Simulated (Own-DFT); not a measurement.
# What a plane-wave calculation costs

Wall times of single-point runs (energy, forces and, in most, stress) with one build of Own-DFT, an in-house plane-wave density functional program, since retired. Each ran alone on one NVIDIA H200 card, with norm-conserving files, no spin and no use of crystal symmetry. The k points are those left after time reversal, where it was used. Plane waves for each k point are estimated as V (2 E)^(3/2) / (6 π²) in atomic units.

```
cell,atoms,valence electrons,cutoff (hartree),volume (Å³),k mesh,k points,plane waves,time (s)
Ga4P4,8,72,42,162,5x5x5,63,14200,96
In32P30,62,566,36,1617,3x3x3,14,112600,1135
AlGa31P32,64,566,42,1295,3x3x3,14,113600,1013
Ga31P33,64,568,42,1295,3x3x3,14,113600,1039
Ga31InP32,64,576,42,1295,3x3x3,14,113600,1041
In33P31,64,584,36,1617,3x3x3,14,112600,1260
In32P32,64,576,36,1649,3x3x3,14,114800,1160
Ga24In8P32,64,576,42,1398,3x3x3,14,122600,1141
In47P49,96,856,36,2426,2x3x3,10,168900,2459
As30In32,62,866,42,1779,3x3x3,14,156100,2123
As32Ga8In24,64,896,42,1663,3x3x3,14,145900,?
```

## Worked fit

Take the size N = k points x plane waves x valence electrons. A line through log(time) against log(N) has a slope of 0.95 ± 0.05 and a scatter of a factor 1.15. Part of the scatter may come from the number of self-consistent steps, which isn't shown. Times belong to this build alone.

## Withheld run

Question: how long should the last run take? Its N is 1.83e+09.

The line gives about 2220 s. It took 2074 s.
